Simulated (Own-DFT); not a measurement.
# How strain changes the stress of diamond-structure SiGeSn with randomly placed atoms, 64 atoms (Ge52Si8Sn4)

Calculated results; nothing here was measured. The program, named Own-DFT, is a retired in-house plane-wave density functional code that no person has reviewed. Each row is one single-point run on a periodic cell that was not relaxed, without spin or spin-orbit coupling.

Settings of every run: PBE; PseudoDojo norm-conserving scalar-relativistic files; cutoff 49 hartree; 3 x 3 x 3 k mesh centred on Gamma; Fermi-Dirac smearing of 0.1 eV.

Known limits: forces on such cells moved up to 12 meV/angstrom on a denser k mesh; stress not checked against mesh or cutoff.

Unstrained cell vectors in Å: (11.363, 0.000, 0.000); (0.000, 11.363, 0.000); (0.000, 0.000, 11.363). The unstrained cell has measured lattice constants (interpolated for alloys), not those of this functional. That, the random moves and any unrelaxed bonds set the pressure at no strain. Each run strains this cell uniformly, with the atoms carried along. Every atom was also moved at random, by a Gaussian of width 0.05 Å on each axis. The random placing of the alloy's atoms differs from row to row. Strain is the symmetric tensor, in per cent. Stress is positive in tension, and the pressure is minus a third of its trace.

```
run  e_xx (%)  e_yy (%)  e_zz (%)  s_xx (GPa)  s_yy (GPa)  s_zz (GPa)  P (GPa)  E (meV/atom)
  1      2.25      2.25      0.00       -0.96       -1.02       -2.24     1.41           0.0
  2     -0.75     -0.75      0.00       -5.88       -6.04       -5.67     5.86          30.7
  3      0.75      0.75      0.00       -3.24       -3.45       -3.80     3.50          11.9
  4     -2.50     -2.50      0.00       -9.47       -9.64       -7.84     8.98          62.2
  5     -0.25     -0.25      0.00       -4.94       -4.94       -4.77     4.88          16.0
  6      1.75      1.75      0.00       -1.63       -1.75       -2.74     2.04           0.6
  7     -1.25     -1.25      0.00       -6.81       -6.93       -6.22     6.65          36.5
  8      0.50      0.50      0.00       -3.72       -3.69       -4.17     3.86          13.5
  9      1.50      1.50      0.00           ?           ?           ?        ?             ?
```

E is the free energy for each atom above the lowest run shown.

## Worked fit

The change of volume is close to e_xx + e_yy + e_zz. A straight line through the runs shown gives P = 4.76 - 79 x (fractional change of volume) GPa, with an error of 3 on the slope and a scatter of 0.21 GPa. The strain isn't the same on all axes, but the crystal is cubic, so the slope still estimates the bulk modulus, averaged over pressures from 1.4 to 9.0 GPa.

## Withheld run

Question: what pressure should run 9 give? Its volume changes by 3.02 %.

The line gives 2.4 GPa. The calculation gave 2.61 GPa.
